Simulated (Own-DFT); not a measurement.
# Computed records: GaN (wurtzite, strained, atoms displaced)

A calculation, not a measurement: plane-wave PBE density functional theory by an unreviewed code, no spin, of a simulated periodic cell, stress positive in tension, free energy of the whole cell less one offset for each atom, forces on such cells passed a denser k mesh, this cell's mesh not checked; offsets are fitted by least squares, one for each functional and potential file, so energies compare only between cells with the same atoms and settings and are not formation energies; the far tail of each file's local potential was reset to the Coulomb form; each entry is a single point on an unrelaxed cell, so the pressure reflects the starting lattice, mostly measured values (interpolated for alloys), from which strain is counted, and rises with the displacements; printed positions are rounded, which can move forces by about a meV/angstrom; the program, named Own-DFT, is a retired in-house code; no spin-orbit coupling. Program: Own-DFT development build.

Common to all runs: functional PBE; potential files PseudoDojo norm-conserving, scalar-relativistic, standard set with the stringent files for Ga; wave cutoff 96 hartree; occupations Gaussian; smearing width 0.01 eV; k mesh 3 x 4 x 3 centred on Gamma.

(1) 
```cif
# cell vector a (Å): 12.7560 0.0000 0.0000
# cell vector b (Å): -4.7835 8.2853 0.1243
# cell vector c (Å): 0.0000 0.1556 10.3700
data_GaN
_symmetry_space_group_name_H-M 'P 1'
_symmetry_Int_Tables_number 1
_cell_length_a 12.7560
_cell_length_b 9.5678
_cell_length_c 10.3712
_cell_angle_alpha 88.511
_cell_angle_beta 90.000
_cell_angle_gamma 119.997
_cell_volume 1095.73
loop_
_atom_site_label
_atom_site_type_symbol
_atom_site_fract_x
_atom_site_fract_y
_atom_site_fract_z
_atom_site_occupancy
Ga1 Ga 0.07888 0.22179 0.00894 1
Ga2 Ga 0.16591 0.11420 0.25314 1
N1 N 0.08315 0.22415 0.18916 1
N2 N 0.16492 0.11506 0.43768 1
Ga3 Ga 0.08345 0.22699 0.51103 1
Ga4 Ga 0.16653 0.10002 0.75602 1
N3 N 0.08448 0.22930 0.68920 1
N4 N 0.16797 0.11827 0.93613 1
Ga5 Ga 0.07644 0.54696 0.99905 1
Ga6 Ga 0.16713 0.45321 0.24505 1
N5 N 0.07591 0.54625 0.18481 1
N6 N 0.16039 0.44014 0.44171 1
Ga7 Ga 0.09605 0.56787 0.49447 1
Ga8 Ga 0.16572 0.43938 0.74893 1
N7 N 0.08332 0.56474 0.69281 1
N8 N 0.16643 0.43519 0.94745 1
Ga9 Ga 0.07967 0.89284 0.99816 1
Ga10 Ga 0.16757 0.78399 0.24514 1
N9 N 0.08894 0.89954 0.18319 1
N10 N 0.16024 0.77935 0.42779 1
Ga11 Ga 0.08032 0.88708 0.50029 1
Ga12 Ga 0.17206 0.79133 0.74932 1
N11 N 0.08436 0.88171 0.69122 1
N12 N 0.16020 0.77185 0.93381 1
Ga13 Ga 0.32594 0.22364 0.99895 1
Ga14 Ga 0.41290 0.11206 0.25629 1
N13 N 0.33922 0.23319 0.19143 1
N14 N 0.40997 0.11104 0.44408 1
Ga15 Ga 0.33457 0.21659 0.49844 1
Ga16 Ga 0.41365 0.10375 0.75021 1
N15 N 0.33120 0.21240 0.68748 1
N16 N 0.42109 0.11393 0.94130 1
Ga17 Ga 0.33554 0.55385 0.99340 1
Ga18 Ga 0.40884 0.43663 0.25362 1
N17 N 0.33081 0.55061 0.18939 1
N18 N 0.41343 0.44372 0.43986 1
Ga19 Ga 0.33119 0.55578 0.49766 1
Ga20 Ga 0.42170 0.43602 0.74699 1
N19 N 0.33448 0.55872 0.69494 1
N20 N 0.41309 0.44605 0.94117 1
Ga21 Ga 0.33222 0.88367 0.99657 1
Ga22 Ga 0.42152 0.77551 0.25867 1
N21 N 0.33393 0.88803 0.18706 1
N22 N 0.41230 0.77604 0.43948 1
Ga23 Ga 0.33855 0.88835 0.49386 1
Ga24 Ga 0.41557 0.77740 0.74669 1
N23 N 0.33428 0.88674 0.69128 1
N24 N 0.41679 0.77858 0.93926 1
Ga25 Ga 0.58894 0.22051 0.98894 1
Ga26 Ga 0.67158 0.11333 0.25355 1
N25 N 0.57811 0.21823 0.17880 1
N26 N 0.66552 0.11450 0.44765 1
Ga27 Ga 0.58431 0.21267 0.51014 1
Ga28 Ga 0.66759 0.11480 0.74858 1
N27 N 0.58518 0.22276 0.68441 1
N28 N 0.66886 0.10936 0.94161 1
Ga29 Ga 0.59100 0.56337 0.99941 1
Ga30 Ga 0.66544 0.45398 0.24519 1
N29 N 0.58295 0.54917 0.19331 1
N30 N 0.66904 0.44566 0.43600 1
Ga31 Ga 0.58194 0.55184 0.49234 1
Ga32 Ga 0.66831 0.45041 0.75270 1
N31 N 0.58668 0.55585 0.68393 1
N32 N 0.66810 0.44894 0.94515 1
Ga33 Ga 0.58404 0.89437 0.00033 1
Ga34 Ga 0.67052 0.77676 0.24051 1
N33 N 0.59467 0.89898 0.18777 1
N34 N 0.66597 0.77135 0.43512 1
Ga35 Ga 0.57632 0.89173 0.49856 1
Ga36 Ga 0.66734 0.77998 0.74238 1
N35 N 0.58378 0.88082 0.68995 1
N36 N 0.66422 0.77743 0.94257 1
Ga37 Ga 0.82340 0.22135 0.99440 1
Ga38 Ga 0.91825 0.11976 0.24406 1
N37 N 0.83694 0.22599 0.19976 1
N38 N 0.91106 0.10964 0.44029 1
Ga39 Ga 0.83987 0.22210 0.50234 1
Ga40 Ga 0.91611 0.11808 0.75033 1
N39 N 0.82870 0.21737 0.68642 1
N40 N 0.90703 0.10795 0.94656 1
Ga41 Ga 0.83894 0.55461 0.00640 1
Ga42 Ga 0.91792 0.44792 0.25469 1
N41 N 0.83837 0.56484 0.18803 1
N42 N 0.91259 0.43766 0.43218 1
Ga43 Ga 0.83689 0.56620 0.50564 1
Ga44 Ga 0.91275 0.44931 0.75980 1
N43 N 0.83187 0.56126 0.69782 1
N44 N 0.91867 0.45395 0.94002 1
Ga45 Ga 0.82370 0.88755 0.00686 1
Ga46 Ga 0.91658 0.77885 0.25231 1
N45 N 0.83932 0.89717 0.18839 1
N46 N 0.91392 0.77450 0.44449 1
Ga47 Ga 0.82772 0.87884 0.50932 1
Ga48 Ga 0.91849 0.77563 0.75733 1
N47 N 0.83173 0.89907 0.69037 1
N48 N 0.91682 0.76982 0.93393 1
_calc_free_energy_of_cell_above_offsets '-4.258'  # eV
_calc_pressure 7.24  # GPa
_calc_stress_xx -7.46  # GPa
_calc_stress_yy -7.18  # GPa
_calc_stress_zz -7.07  # GPa
_calc_stress_yz 2.9  # GPa
_calc_stress_xz 0.1  # GPa
_calc_stress_xy 1.35  # GPa
```

Force:
```csv
element,x (eV/Å),y (eV/Å),z (eV/Å)
Ga,-0.136,-0.829,-1.168
Ga,0.226,0.299,-0.332
N,0.335,0.38,0.785
N,0.127,-0.322,0.902
Ga,-0.385,-1.396,-2.071
Ga,-0.896,1.072,-1.253
N,0.478,-1.663,1.266
N,-0.884,-0.931,0.63
Ga,1.702,0.898,-0.061
Ga,0.163,-1.194,0.686
N,0.319,1.82,0.123
N,1.216,1.095,-1.007
Ga,-2.289,-1.422,1.35
Ga,-0.542,1.581,1.088
N,0.449,-0.689,-0.637
N,-0.968,1.272,-1.355
Ga,0.742,-0.532,-0.112
Ga,0.142,-0.802,-0.934
N,-0.704,-0.548,0.634
N,1.206,0.86,1.117
Ga,0.097,0.656,0.029
Ga,0.922,-2.559,0.605
N,-1.836,1.474,-1.035
N,0.489,0.898,1.111
Ga,2.111,0.224,0.76
Ga,1.082,-0.031,-1.449
N,-0.878,-2.25,-0.732
N,2.541,-0.694,-0.773
Ga,-2.271,0.962,0.747
Ga,0.614,0.675,0.621
N,-0.204,0.631,0.089
N,-1.037,-0.348,-0.887
Ga,-1.072,0.528,1.033
Ga,0.672,1.648,-0.046
N,0.363,1.318,-0.08
N,0.037,-0.131,0.279
Ga,0.066,-1.188,1.197
Ga,-1.315,0.58,0.485
N,0.519,-0.945,-1.157
N,2.138,-0.284,-1.03
Ga,-0.712,0.389,0.513
Ga,-0.4,0.216,-2.623
N,0.403,-0.011,0.56
N,0.8,-0.074,0.117
Ga,-2.509,0.259,1.031
Ga,0.753,-0.388,1.023
N,0.13,0.473,-1.489
N,0.425,0.156,-0.361
Ga,-1.881,0.464,1.818
Ga,-1.362,0.762,0.196
N,0.934,0.478,1.365
N,0.924,-0.907,-1.248
Ga,-1.347,2.009,-2.515
Ga,0.101,-1.286,-0.054
N,-0.593,0.28,2.665
N,-1.146,-0.04,-1.941
Ga,-1.412,-1.744,0.768
Ga,2.663,-2.573,0.987
N,-2.468,1.858,-1.374
N,-0.007,-0.539,0.478
Ga,0.252,-0.262,0.285
Ga,-0.185,-0.699,0.229
N,-0.385,0.087,0.197
N,0.93,-0.264,-1.081
Ga,-0.309,-1.512,0.276
Ga,-0.214,-0.127,1.497
N,-1.016,-1.137,0.352
N,-0.951,1.059,-0.037
Ga,2.307,-0.592,0.402
Ga,0.469,-0.986,1.338
N,-1.767,1.542,-0.563
N,-0.304,0.662,-1.049
Ga,2.466,1.219,2.032
Ga,0.776,-0.921,1.774
N,-1.413,0.611,-2.175
N,1.829,-0.812,-0.268
Ga,-1.36,0.413,-0.407
Ga,0.403,-0.428,0.825
N,0.137,1.671,1.033
N,0.88,0.771,-0.98
Ga,-1.585,0.572,-0.242
Ga,-0.696,-0.414,-0.602
N,-0.256,-0.509,0.513
N,0.18,1.649,2.416
Ga,0.328,-3.103,-0.163
Ga,1.142,-0.173,-2.126
N,0.44,-0.337,-1.203
N,-0.201,-2.266,0.167
Ga,1.65,-0.122,-1.138
Ga,0.42,0.63,-0.018
N,0.051,-0.554,0.417
N,0.137,1.667,-0.879
Ga,-0.419,1.307,-1.535
Ga,-0.862,0.803,-1.241
N,1.592,-0.748,0.688
N,-1.099,1.408,1.937
```

(2) 
```cif
# cell vector a (Å): 12.7560 0.0000 0.1913
# cell vector b (Å): -4.7835 8.2853 -0.0718
# cell vector c (Å): 0.1556 0.0000 10.3700
data_GaN
_symmetry_space_group_name_H-M 'P 1'
_symmetry_Int_Tables_number 1
_cell_length_a 12.7574
_cell_length_b 9.5673
_cell_length_c 10.3712
_cell_angle_alpha 90.860
_cell_angle_beta 88.281
_cell_angle_gamma 120.003
_cell_volume 1095.73
loop_
_atom_site_label
_atom_site_type_symbol
_atom_site_fract_x
_atom_site_fract_y
_atom_site_fract_z
_atom_site_occupancy
Ga1 Ga 0.08543 0.22402 0.00511 1
Ga2 Ga 0.17732 0.12152 0.24179 1
N1 N 0.08132 0.21602 0.18306 1
N2 N 0.17728 0.12056 0.44082 1
Ga3 Ga 0.08833 0.21865 0.49800 1
Ga4 Ga 0.16444 0.10122 0.75901 1
N3 N 0.07652 0.21426 0.68610 1
N4 N 0.16822 0.10079 0.94279 1
Ga5 Ga 0.08366 0.55384 0.99843 1
Ga6 Ga 0.16865 0.44549 0.24572 1
N5 N 0.07833 0.55682 0.19607 1
N6 N 0.16693 0.44264 0.43618 1
Ga7 Ga 0.08150 0.54867 0.49366 1
Ga8 Ga 0.16060 0.43504 0.75363 1
N7 N 0.07269 0.54692 0.68757 1
N8 N 0.17233 0.45570 0.92984 1
Ga9 Ga 0.09098 0.89316 0.99430 1
Ga10 Ga 0.16477 0.78206 0.25079 1
N9 N 0.08438 0.89194 0.19139 1
N10 N 0.16532 0.77224 0.44763 1
Ga11 Ga 0.07753 0.87554 0.49230 1
Ga12 Ga 0.16148 0.77534 0.75413 1
N11 N 0.08094 0.88895 0.67956 1
N12 N 0.16637 0.78198 0.93586 1
Ga13 Ga 0.33230 0.21911 0.99798 1
Ga14 Ga 0.41767 0.11331 0.25177 1
N13 N 0.33918 0.23088 0.19166 1
N14 N 0.41283 0.10709 0.44771 1
Ga15 Ga 0.33226 0.21343 0.49304 1
Ga16 Ga 0.41903 0.11513 0.74705 1
N15 N 0.33791 0.22597 0.69728 1
N16 N 0.41759 0.10435 0.93989 1
Ga17 Ga 0.33081 0.54651 0.99622 1
Ga18 Ga 0.42384 0.44175 0.24309 1
N17 N 0.33410 0.54803 0.20010 1
N18 N 0.41876 0.44344 0.43523 1
Ga19 Ga 0.33125 0.55122 0.51137 1
Ga20 Ga 0.41423 0.44033 0.75564 1
N19 N 0.33688 0.56282 0.68436 1
N20 N 0.40866 0.44035 0.93744 1
Ga21 Ga 0.33091 0.89136 0.00282 1
Ga22 Ga 0.41711 0.77342 0.25238 1
N21 N 0.33389 0.88559 0.18950 1
N22 N 0.42352 0.78097 0.43391 1
Ga23 Ga 0.33145 0.88227 0.50646 1
Ga24 Ga 0.41947 0.78207 0.75355 1
N23 N 0.33599 0.88291 0.68580 1
N24 N 0.40518 0.76855 0.93702 1
Ga25 Ga 0.58326 0.21964 0.00131 1
Ga26 Ga 0.66744 0.10572 0.25531 1
N25 N 0.58100 0.22399 0.18215 1
N26 N 0.66893 0.11162 0.43774 1
Ga27 Ga 0.58084 0.21423 0.48577 1
Ga28 Ga 0.66274 0.11255 0.74867 1
N27 N 0.58024 0.22166 0.68731 1
N28 N 0.66293 0.11068 0.94113 1
Ga29 Ga 0.58812 0.56215 0.99891 1
Ga30 Ga 0.67007 0.44948 0.25417 1
N29 N 0.58128 0.55071 0.18810 1
N30 N 0.66807 0.44548 0.44825 1
Ga31 Ga 0.57737 0.55590 0.50410 1
Ga32 Ga 0.66203 0.44589 0.74924 1
N31 N 0.58293 0.55457 0.68846 1
N32 N 0.66359 0.43877 0.92824 1
Ga33 Ga 0.58223 0.89464 0.00618 1
Ga34 Ga 0.66670 0.77708 0.24439 1
N33 N 0.58355 0.89111 0.18441 1
N34 N 0.65982 0.76359 0.43494 1
Ga35 Ga 0.58255 0.88103 0.50219 1
Ga36 Ga 0.66275 0.76612 0.75631 1
N35 N 0.58331 0.89507 0.68237 1
N36 N 0.66594 0.77427 0.94081 1
Ga37 Ga 0.83134 0.22117 0.99749 1
Ga38 Ga 0.92352 0.11454 0.24765 1
N37 N 0.82960 0.21714 0.19138 1
N38 N 0.91388 0.10072 0.44262 1
Ga39 Ga 0.83154 0.22133 0.50809 1
Ga40 Ga 0.91809 0.11529 0.75005 1
N39 N 0.83694 0.22358 0.68835 1
N40 N 0.91769 0.11747 0.93576 1
Ga41 Ga 0.83195 0.55047 0.99853 1
Ga42 Ga 0.92032 0.44195 0.24632 1
N41 N 0.83756 0.54691 0.18402 1
N42 N 0.91467 0.43975 0.43004 1
Ga43 Ga 0.84382 0.56679 0.49087 1
Ga44 Ga 0.91562 0.44317 0.75324 1
N43 N 0.82138 0.55170 0.69092 1
N44 N 0.92015 0.45589 0.93505 1
Ga45 Ga 0.83890 0.89123 0.99899 1
Ga46 Ga 0.91460 0.78451 0.24699 1
N45 N 0.83112 0.88437 0.17734 1
N46 N 0.91621 0.77806 0.43749 1
Ga47 Ga 0.82395 0.87870 0.50031 1
Ga48 Ga 0.91128 0.76507 0.75629 1
N47 N 0.82992 0.87874 0.69392 1
N48 N 0.91398 0.78056 0.94709 1
_calc_free_energy_of_cell_above_offsets '-4.543'  # eV
_calc_pressure 7.1  # GPa
_calc_stress_xx -7.34  # GPa
_calc_stress_yy -6.06  # GPa
_calc_stress_zz -7.89  # GPa
_calc_stress_yz 0.03  # GPa
_calc_stress_xz 3.6  # GPa
_calc_stress_xy -0.2  # GPa
```

Force:
```csv
element,x (eV/Å),y (eV/Å),z (eV/Å)
Ga,-0.4,-0.057,-2.192
Ga,-1.111,-1.193,1.608
N,1.016,1.246,0.927
N,-1.416,-2.311,-1.642
Ga,-1.167,0.024,0.248
Ga,-0.204,0.805,-2.062
N,1.894,0.728,0.544
N,-1.153,2.477,-0.212
Ga,-0.538,0.83,0.552
Ga,-0.496,-0.009,0.951
N,2.602,0.521,-1.889
N,0.306,-0.342,0.078
Ga,-0.44,-0.302,0.916
Ga,-0.013,0.779,-2.436
N,1.77,1.01,-0.25
N,-0.358,-1.782,2.198
Ga,-1.951,-2.126,1.982
Ga,0.671,-0.281,0.673
N,0.035,0.529,-0.544
N,0.417,0.118,-1.594
Ga,0.125,2.168,0.815
Ga,0.661,-0.162,-2.005
N,0.166,-0.643,1.512
N,0.852,-1.062,0.666
Ga,1.189,0.202,0.201
Ga,0.206,-0.685,0.118
N,0.589,-1.611,-1.551
N,1.29,-0.891,-1.841
Ga,-0.037,2.466,2.045
Ga,-0.034,-1.176,0.389
N,-1.173,-1.083,-1.071
N,-0.644,0.962,-0.301
Ga,-0.667,1.727,1.481
Ga,-1.733,0.917,2.108
N,-0.014,0.503,-2.223
N,-0.46,-0.505,0.356
Ga,0.382,0.175,-3.328
Ga,-0.229,0.881,-1.338
N,-0.174,-1.126,2.634
N,1.967,-0.284,0.711
Ga,0.532,-0.8,-0.177
Ga,-0.322,-0.016,-0.374
N,-0.447,0.27,0.338
N,-0.955,-0.658,1.072
Ga,0.428,-0.077,-1.033
Ga,-0.153,-0.346,-0.461
N,-1.35,0.542,1.402
N,1.351,0.826,0.949
Ga,-0.956,0.651,-0.644
Ga,-0.801,0.635,-0.829
N,0.79,0.004,2.016
N,0.429,-0.917,0.391
Ga,-0.209,1.207,2.108
Ga,0.294,0.237,-0.048
N,0.861,0.281,-0.722
N,1.173,-0.055,-0.859
Ga,-0.169,-1.704,0.173
Ga,0.336,-0.593,0.1
N,1.621,1.332,-0.882
N,0.055,0.105,-1.411
Ga,0.76,-1.481,-0.242
Ga,-0.05,-1.279,-1.12
N,-1.165,-0.215,0.392
N,0.008,0.48,2.217
Ga,-0.208,-1.194,-1.749
Ga,-0.425,-0.224,0.341
N,0.301,-0.574,1.327
N,0.413,1.707,-0.495
Ga,-0.276,0.718,-0.826
Ga,-0.393,1.59,-0.754
N,0.976,-0.807,1.6
N,-0.437,1.324,0.21
Ga,-0.362,0.469,0.598
Ga,-1.977,-1.179,1.061
N,1.217,0.233,-0.983
N,0.134,0.756,-0.813
Ga,0.448,0.1,-1.579
Ga,-0.548,-1.738,-0.361
N,-1.045,-0.274,0.951
N,0.808,-0.25,0.635
Ga,-1.162,0.654,0.172
Ga,-1.722,-1.188,0.417
N,-1.384,1.16,0.59
N,0.342,0.1,1.269
Ga,-1.131,-2.506,1.596
Ga,-1.579,-0.053,-0.995
N,2.691,0.236,-1.037
N,0.839,-1.58,0.788
Ga,-1.843,0.733,-1.095
Ga,0.877,-1.119,-0.296
N,-0.074,0.808,2.119
N,-0.436,0.798,-1.139
Ga,0.346,0.386,0.917
Ga,-0.157,1.102,-0.505
N,-0.271,0.81,-0.395
N,2.253,-0.862,-1.161
```
